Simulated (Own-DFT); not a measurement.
# Computed records: GaN (wurtzite, strained, atoms displaced)

Computed with Own-DFT development build. A calculation, not a measurement: plane-wave PBE density functional theory by an unreviewed code, no spin, of a simulated periodic cell, stress positive in tension, free energy of the whole cell less one offset for each atom, forces on such cells passed a denser k mesh, this cell's mesh not checked; offsets are fitted by least squares, one for each functional and potential file, so energies compare only between cells with the same atoms and settings and are not formation energies; the far tail of each file's local potential was reset to the Coulomb form; each entry is a single point on an unrelaxed cell, so the pressure reflects the starting lattice, mostly measured values (interpolated for alloys), from which strain is counted, and rises with the displacements; printed positions are rounded, which can move forces by about a meV/angstrom; the program, named Own-DFT, is a retired in-house code; no spin-orbit coupling.

```xyz
96
Lattice="12.7560 0.0000 0.0000 -4.7835 8.2853 0.0000 0.0000 0.0000 10.6292" Properties=species:S:1:pos:R:3:force_x:R:1:force_y:R:1:force_z:R:1 formula=GaN functional=PBE potential_files=PseudoDojo_norm-conserving,scalar-relativistic,standard_set_with_the_stringent_files_for_Ga wave_cutoff=96 occupations=Gaussian smearing_width=0.01 k_mesh=3_x_4_x_3_centred_on_Gamma free_energy_of_cell_above_offsets=-5.096 pressure=2.64 stress_xx=-5.77 stress_yy=-4.97 stress_zz=2.81 stress_yz=0.55 stress_xz=-0.35 stress_xy=0.15
Ga    -0.0251     1.8062    10.5960       0.28      1.352     -0.009
Ga     1.5972     0.9418     2.6600      0.036     -1.097      0.402
N     -0.0113     1.8085     2.0220      0.921      0.093     -1.629
N      1.5006     0.9146     4.6710      2.355     -0.873     -1.105
Ga     0.0344     1.8450     5.1861      -1.75      1.114      2.344
Ga     1.6608     0.8969     8.0806     -1.038      0.648      -1.84
N      0.0949     1.9731     7.3437     -0.863     -2.498     -0.462
N      1.5692     0.9117     9.9914       0.78      0.451       0.36
Ga    -1.5797     4.6689    10.5739     -0.816     -1.863      1.044
Ga     0.0262     3.5785     2.6292      -1.11      2.698      0.941
N     -1.6549     4.6857     2.0340       0.76     -2.269     -1.202
N     -0.0584     3.6715     4.6707      1.132      0.745     -0.754
Ga    -1.6831     4.6061     5.3359      1.696      0.005      0.138
Ga    -0.0404     3.7282     7.9239      0.986      0.685      0.303
N     -1.5777     4.7013     7.2983     -0.883     -1.124      0.269
N      0.0245     3.7340     9.9492     -0.418      -0.63      0.258
Ga    -3.1781     7.4162     0.0153     -0.779     -1.189     -0.426
Ga    -1.7277     6.4413     2.6289       2.35      0.264      1.612
N     -3.1862     7.3348     1.9130     -1.108      1.473      0.971
N     -1.6263     6.3810     4.6940      -0.51      1.722     -0.893
Ga    -3.3101     7.3848     5.4211      1.596     -0.266     -2.609
Ga    -1.6032     6.4807     7.9889     -0.345     -0.215     -0.184
N     -3.2109     7.3240     7.2189     -0.015        0.6      3.318
N     -1.6360     6.4398    10.0022     -0.051      1.063     -1.094
Ga     3.2058     1.8921     0.0768      0.375     -0.434     -0.996
Ga     4.7910     0.9251     2.6229     -0.083     -0.556      0.993
N      3.1860     1.7776     2.0055     -0.374      1.426        0.3
N      4.8387     0.9697     4.6876     -2.024     -1.328     -0.996
Ga     3.1515     1.8374     5.3769      0.407     -0.348     -0.956
Ga     4.8190     0.9534     7.9947     -1.022     -0.711      0.442
N      3.1675     1.8036     7.2569      0.606      0.376      1.943
N      4.8635     0.9687    10.0884     -1.076     -0.753     -1.044
Ga     1.6099     4.6582    10.6125     -0.329     -0.759      0.408
Ga     3.1656     3.7459     2.6540      0.136      -0.59      0.505
N      1.5166     4.6691     2.0024      1.029     -0.997     -0.168
N      3.2286     3.6889     4.7647     -0.066     -0.589     -2.081
Ga     1.6707     4.5967     5.2920     -1.695     -0.326      0.471
Ga     3.1524     3.7502     7.9849      1.175     -1.116     -0.976
N      1.6641     4.5878     7.2529     -1.392      1.416      0.437
N      3.1798     3.7067     9.9119     -0.395     -0.446      0.776
Ga    -0.0808     7.3068     0.0415       1.75       1.25      0.208
Ga     1.6504     6.4803     2.6914     -1.417     -0.455     -0.126
N      0.0643     7.3704     2.0323     -1.259     -0.302     -0.146
N      1.6427     6.4557     4.6694     -2.672     -1.391      -1.16
Ga    -0.0050     7.3254     5.2958     -0.722      0.398      0.104
Ga     1.6586     6.4994     7.9867     -1.504     -0.977     -0.108
N     -0.0758     7.3313     7.2810      1.719      0.867       0.54
N      1.6260     6.4256     9.9773     -0.624      1.114      -0.26
Ga     6.4889     1.9077     0.0304     -0.911     -1.692      0.634
Ga     7.9543     0.9304     2.6193      0.162     -0.449      1.284
N      6.3619     1.8142     2.0400      0.793      0.539     -0.595
N      7.9794     0.9297     4.7401     -0.299     -1.169     -1.289
Ga     6.3634     1.7792     5.2990      0.852      1.471      0.551
Ga     7.9410     0.9657     7.8488      0.871     -0.298      1.237
N      6.3560     1.8116     7.3100       0.12       1.09     -0.316
N      7.9888     0.9139     9.9931      0.368      0.652     -0.527
Ga     4.7088     4.6097    10.6207      1.075      0.679     -0.022
Ga     6.4225     3.6304     2.7024     -0.303      1.047     -1.251
N      4.7795     4.5684     1.9444     -0.019      0.445       0.73
N      6.4016     3.7142     4.5859      0.222     -0.823      1.113
Ga     4.8449     4.5957     5.2792     -0.188     -0.097      0.332
Ga     6.4050     3.6949     8.0101      -1.67     -0.441      0.094
N      4.7896     4.6190     7.2088      0.194      0.109      1.688
N      6.3273     3.6251    10.0630      0.228      2.009     -1.552
Ga     3.1500     7.4423     0.0392       0.59     -1.275     -0.729
Ga     4.7675     6.4808     2.6646      0.679     -0.804      -0.46
N      3.1742     7.3391     1.9806      0.644      0.861      0.233
N      4.7641     6.4024     4.6150      0.589       0.76      0.229
Ga     3.1186     7.2249     5.2206      3.216      2.895      2.033
Ga     4.7242     6.5153     7.9638      1.413     -0.986     -0.205
N      3.1821     7.4025     7.3489     -0.033       0.15     -1.421
N      4.8290     6.4923     9.9101     -0.927     -0.402      0.868
Ga     9.6216     1.7766     0.0062     -0.959      1.316       -0.1
Ga    11.1659     1.0108     2.5560     -0.083     -2.299      2.052
N      9.5868     1.8460     2.1287     -1.092      0.183     -2.143
N     11.1600     0.9777     4.6291       0.23     -1.268     -0.321
Ga     9.5581     1.8457     5.2307      0.479     -0.834      1.328
Ga    11.1192     0.9778     7.9777       2.12     -0.419     -0.769
N      9.6026     1.8390     7.3582     -1.053      0.121     -1.377
N     11.1706     0.8928     9.9296      0.211      0.691      0.539
Ga     7.9458     4.6084    10.5692       0.23     -0.417      0.977
Ga     9.5346     3.6754     2.6668      0.672      0.968      0.383
N      8.0131     4.6320     1.9998     -0.876     -0.266      -0.33
N      9.6296     3.6254     4.7039      -2.02      1.135     -0.895
Ga     7.9522     4.6340     5.3183        0.4     -1.292      0.205
Ga     9.5601     3.6582     7.9231      0.226       0.82      0.094
N      7.9065     4.5422     7.3152      1.336      1.166     -0.557
N      9.5037     3.6723     9.8663      1.027     -0.294      1.296
Ga     6.4256     7.3943    10.5560      -0.52     -1.303      0.978
Ga     7.9682     6.4876     2.6775     -0.091     -0.627     -0.685
N      6.3804     7.3684     2.0140     -0.055      0.649     -0.818
N      7.9679     6.4088     4.6229       0.19      0.522      0.171
Ga     6.4531     7.3663     5.2990     -1.548       0.74      0.334
Ga     7.9571     6.4751     7.9859        0.7     -1.167     -0.104
N      6.4565     7.3666     7.3670     -1.697      0.892     -1.312
N      7.9565     6.3978     9.9145      0.756      1.055      0.529
```

Units: wave_cutoff in hartree; smearing_width, free_energy_of_cell_above_offsets in eV; pressure, stress_xx, stress_yy, stress_zz, stress_yz, stress_xz, stress_xy in GPa; force_x, force_y, force_z in eV/Å.
